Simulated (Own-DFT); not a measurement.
Simulation results for Al₃GaN₄ (wurtzite random alloy, strained, atoms displaced)

All values are calculated (Own-DFT development build). A calculation, not a measurement: plane-wave PBE density functional theory by an unreviewed code, no spin, of a simulated periodic cell, stress positive in tension, free energy of the whole cell less one offset for each atom, forces on such cells passed a denser k mesh, this cell's mesh not checked; offsets are fitted by least squares, one for each functional and potential file, so energies compare only between cells with the same atoms and settings and are not formation energies; the far tail of each file's local potential was reset to the Coulomb form; each entry is a single point on an unrelaxed cell, so the pressure reflects the starting lattice, mostly measured values, from which strain is counted, and rises with the displacements; printed positions are rounded, which can move forces by about a meV/angstrom; the program is a retired in-house code; no spin-orbit coupling.

Settings shared by all entries: functional PBE; potential files PseudoDojo norm-conserving, scalar-relativistic, standard set with the stringent files for Ga; wave cutoff 96 hartree; occupations Gaussian; smearing width 0.01 eV; k mesh 4 x 4 x 3 centred on Gamma.

(1) 
```xyz
72
Lattice="9.1119 0.0000 0.0000 -4.5560 7.8912 0.0000 0.0000 0.0000 10.0655" Properties=species:S:1:pos:R:3:force_x:R:1:force_y:R:1:force_z:R:1 formula=Al3GaN4 free_energy_of_cell_above_offsets=-18.455 pressure=21.12 stress_xx=-25.69 stress_yy=-25.53 stress_zz=-12.14 stress_yz=-1.12 stress_xz=0.43 stress_xy=-0.57
Al    -0.0165     1.8075     0.0346      0.326         -1     -0.582
Al     1.4931     0.8940     2.5295     -0.426      0.072     -0.291
N     -0.0201     1.7798     1.8993      0.157      -0.72      0.534
N      1.4539     0.8880     4.4197      2.121     -1.836     -1.582
Ga    -0.0065     1.7123     4.9325     -1.974       1.09      2.866
Al     1.5240     0.8462     7.4989     -1.222      0.706      1.313
N     -0.0561     1.7272     6.9300      1.534     -0.355     -0.353
N      1.5673     0.8905     9.4692     -2.707     -0.696       -1.3
Ga    -1.5717     4.4174     0.0458       1.75      0.091     -1.528
Ga     0.0100     3.5653     2.5790      0.197     -0.882     -1.159
N     -1.4733     4.3959     1.8408     -1.228       0.96      2.594
N     -0.1008     3.5252     4.4214      3.439      -0.73      0.234
Al    -1.4732     4.3311     5.0167     -3.224      1.292      2.905
Al    -0.0623     3.4423     7.5128      0.837      1.515      0.861
N     -1.5522     4.4502     6.9908      1.631     -0.658     -2.137
N     -0.0347     3.4996     9.4448     -0.201     -0.492     -1.081
Al    -3.0183     7.0296    10.0611     -0.393     -0.333      0.003
Al    -1.4544     6.1134     2.5283     -2.798     -0.381      0.378
N     -3.0092     7.0819     1.9056      0.426     -1.606     -0.022
N     -1.5362     6.0483     4.4218      1.306      1.178     -0.704
Ga    -3.0682     6.9405     5.0764      0.263      0.653      -0.32
Al    -1.5373     6.1725     7.5421      1.278     -0.707      0.644
N     -3.0350     6.9701     6.9558      0.405      1.643     -0.033
N     -1.5443     6.1243     9.4006      0.505      1.667      0.579
Ga     3.0375     1.7381    10.0640     -0.152      1.887      1.106
Al     4.4721     0.8123     2.5795      1.111      1.663     -1.683
N      2.9902     1.8023     1.9484      0.597     -4.135     -0.693
N      4.5247     0.9204     4.3774      0.906     -1.713      0.621
Ga     2.9918     1.6762     5.0508      0.432      2.329      0.514
Al     4.4614     0.8732     7.6077      2.589     -0.091     -1.744
N      3.0168     1.7773     6.9722     -0.117     -2.223     -0.644
N      4.4972     0.8895     9.4016      2.698     -0.344      1.497
Ga     1.4842     4.4003    10.0466     -0.726     -1.588      0.855
Al     3.0321     3.3767     2.5202     -0.069      5.703      0.971
N      1.4488     4.4271     1.8702      2.481      0.313      1.389
N      3.0440     3.5979     4.4146       0.21     -2.418     -1.239
Al     1.5561     4.2825     5.0363     -1.596      2.031      1.396
Al     3.0942     3.4068     7.5786     -0.977      3.836      0.315
N      1.5334     4.3042     6.9422     -0.395      0.643     -0.009
N      3.0151     3.6073     9.4736      1.291     -2.335     -1.175
Ga     0.1113     6.9466     0.0420      -3.06      1.342      -0.22
Al     1.4978     6.1985     2.5252      1.957     -1.901      0.887
N     -0.0222     6.9470     1.9904      0.781      2.247     -0.842
N      1.6101     6.1486     4.4562       -5.9     -2.846     -1.965
Al    -0.0038     7.0134     5.0033        0.6     -0.428      1.354
Al     1.5419     6.1718     7.6227      0.409     -1.615     -1.631
N      0.0360     7.0193     7.0117     -0.989      0.254     -1.695
N      1.5317     6.0881     9.4534      1.899      2.117     -0.632
Al     6.0774     1.7956    10.0415      0.129     -0.667      0.543
Al     7.5940     0.9349     2.6110      0.155     -1.627     -1.384
N      6.1063     1.8140     1.9606     -1.201     -1.925     -0.886
N      7.5792     0.7982     4.4648     -1.485      0.898     -1.254
Al     6.0661     1.8183     4.9285      0.112     -2.207      2.537
Al     7.5956     0.8671     7.5531       -0.5     -0.265     -0.027
N      6.1199     1.7149     6.8976     -1.909     -0.075     -0.309
N      7.6074     0.8631     9.4307     -0.419       0.37       0.77
Al     4.5139     4.3803     0.0051      1.473      0.201       0.53
Al     6.2135     3.5086     2.5449     -2.563      0.818      0.125
N      4.5510     4.3477     1.9304       0.84     -0.486     -0.374
N      6.0496     3.4992     4.4583      0.763       1.88     -1.398
Al     4.5315     4.4464     4.9937      0.509     -1.036      1.711
Ga     6.0904     3.5095     7.5957     -0.971     -0.234     -1.456
N      4.5137     4.4305     6.9451      0.141     -0.474     -0.868
N      6.1353     3.5389     9.4421     -3.286     -1.505      1.207
Al     3.0481     7.0225     0.0208      0.871     -0.502      0.129
Al     4.6367     6.0753     2.5194     -1.189      0.991      0.101
N      3.0519     6.9903     1.9615      0.316      0.926     -0.858
N      4.5161     6.1554     4.4325     -0.299     -0.201     -1.268
Al     2.9396     6.9510     4.9707      4.638      2.337      3.426
Al     4.5808     6.1937     7.5554     -1.055     -1.767      0.089
N      3.0726     7.0193     7.0166     -0.886     -0.208     -1.633
N      4.5872     6.0787     9.3788     -0.168      1.558      1.994
```

Units: free_energy_of_cell_above_offsets in eV; pressure, stress_xx, stress_yy, stress_zz, stress_yz, stress_xz, stress_xy in GPa; force_x, force_y, force_z in eV/Å.

(2) 
```xyz
72
Lattice="9.1119 0.0000 0.0000 -4.5560 7.8912 0.0000 0.0000 0.0000 10.0655" Properties=species:S:1:pos:R:3:force_x:R:1:force_y:R:1:force_z:R:1 formula=Al3GaN4 free_energy_of_cell_above_offsets=-16.356 pressure=22.16 stress_xx=-24.26 stress_yy=-27.41 stress_zz=-14.79 stress_yz=0.57 stress_xz=0.34 stress_xy=2.01
Al    -0.0410     1.8156     9.9801      0.136     -3.426       1.28
Al     1.4425     0.8082     2.5530      2.351      0.124     -1.776
N      0.0340     1.6795     1.9186     -0.629      2.398     -1.101
N      1.4704     0.9031     4.3426      2.942     -2.092       1.46
Al     0.0893     1.7474     4.9353     -2.644     -1.754      3.315
Al     1.5143     0.9132     7.5434     -0.054     -1.223      0.837
N      0.0125     1.7510     7.0035     -0.133     -0.211     -2.138
N      1.5042     0.7953     9.4505      0.171      1.587     -0.033
Al    -1.5388     4.3567    10.0147       1.21      0.772      1.289
Al    -0.0226     3.4902     2.6160      0.451      0.186     -1.484
N     -1.6090     4.4699     1.9638      4.079     -2.744     -2.694
N      0.0526     3.3933     4.5135     -1.457      3.336     -2.123
Ga    -1.5791     4.4128     5.1114      0.992     -1.062      -0.91
Ga     0.0301     3.5812     7.5736     -1.519     -1.771      0.212
N     -1.5407     4.3762     6.9503     -1.209      -0.89      0.955
N      0.0548     3.4731     9.4672     -1.991      1.556      0.373
Al    -2.9956     6.9527     0.0040     -0.555      0.519      -0.28
Ga    -1.5370     6.1450     2.4989      1.262      1.631      0.952
N     -3.0296     6.9567     1.8813     -2.309      1.176     -0.277
N     -1.5040     6.1443     4.3853      0.424      0.558      0.923
Al    -2.9480     7.0089     5.0205      -2.01      0.584      0.055
Ga    -1.5321     6.0968     7.5989       0.28      1.254     -0.537
N     -3.0427     7.0157     6.8903      0.206      1.065     -0.559
N     -1.4270     6.1801     9.4352     -1.267     -1.546      1.981
Al     3.0475     1.7652    10.0454      -1.03     -1.257      0.943
Al     4.6080     0.9322     2.5757     -0.232     -0.251     -0.333
N      3.0772     1.7294     1.9631     -0.758     -0.601     -1.201
N      4.6316     0.8631     4.4682     -2.331     -0.834     -1.426
Al     3.1138     1.7089     5.0962     -0.917      1.771     -1.041
Al     4.5338     0.8635     7.5693      0.916     -0.004     -0.839
N      3.0353     1.7414     6.9636      0.174       0.24      -0.27
N      4.5171     0.8331     9.4093     -0.151     -0.028      0.762
Ga     1.5679     4.3678     0.0025     -1.591      1.135      0.587
Al     2.9965     3.4649     2.4759      2.304     -0.472      1.824
N      1.6263     4.3328     1.8762     -3.454      1.993      1.491
N      3.0271     3.5352     4.4109      1.345     -1.017     -0.453
Al     1.5090     4.3690     4.9381      0.895     -1.118      2.609
Al     2.9976     3.5052     7.5907      1.568      0.256     -0.628
N      1.5247     4.2962     6.9921      1.632      3.744     -2.257
N      3.0253     3.5277     9.4817       2.16     -1.851     -1.342
Al     0.0629     6.9538     0.1001     -1.449      1.625     -0.977
Al     1.5959     6.2019     2.5280     -1.887      -1.74      0.025
N     -0.0085     7.0741     1.9073      1.902     -0.052      0.742
N      1.4876     6.0493     4.4290     -0.404       2.47     -1.065
Al    -0.0263     7.0360     5.0630       0.92       -1.1     -0.378
Al     1.5577     6.2374     7.5433     -0.999     -1.991      0.318
N     -0.0216     7.0073     6.9015      0.821      0.457      0.075
N      1.4153     6.1174     9.4392      3.188      0.909     -0.784
Al     5.9602     1.6935    10.0618      2.029      0.853      0.325
Ga     7.5528     0.9161     2.5394      2.083     -1.435     -0.592
N      6.1741     1.8199     1.9226     -3.742     -0.358     -1.769
N      7.5111     0.8784     4.4021      6.109     -0.881      -1.41
Ga     6.1613     1.7014     4.9582     -3.672      3.284      3.111
Al     7.6074     0.8572     7.4348     -0.761      4.326       2.83
N      6.0625     1.8046     6.8426     -0.192     -0.983      2.118
N      7.5057     0.8621     9.4206      0.655      0.851     -0.368
Al     4.4947     4.3570     0.1080      1.422      0.979     -4.729
Ga     6.0889     3.5763     2.5555      -1.24      -1.03      0.096
N      4.5844     4.3706     1.7930     -1.771      0.457      3.927
N      6.0517     3.4628     4.4134     -0.288      1.778      0.303
Al     4.6154     4.5116     4.9576      -1.63     -6.117      2.722
Al     6.0286     3.4657     7.6151     -0.218      0.842     -1.188
N      4.5092     4.4539     6.8936       0.54     -1.464      0.211
N      6.1026     3.4853     9.4752     -1.744     -0.249      -0.11
Al     3.0866     7.0715     0.0302     -0.833     -0.948     -2.295
Al     4.5175     6.0970     2.4953      0.586      0.333      0.028
N      3.0296     7.0120     1.8126      0.817     -0.283      1.748
N      4.5560     6.0701     4.4273      0.771      5.433     -2.511
Ga     3.0143     7.0896     5.0458      0.197     -2.729     -0.089
Al     4.6294     6.1374     7.5238     -1.872      0.639      0.174
N      2.9805     7.1678     6.9027      1.274     -4.812     -0.004
N      4.5516     6.1527     9.3717      0.131      -0.79      1.368
```

Units: free_energy_of_cell_above_offsets in eV; pressure, stress_xx, stress_yy, stress_zz, stress_yz, stress_xz, stress_xy in GPa; force_x, force_y, force_z in eV/Å.
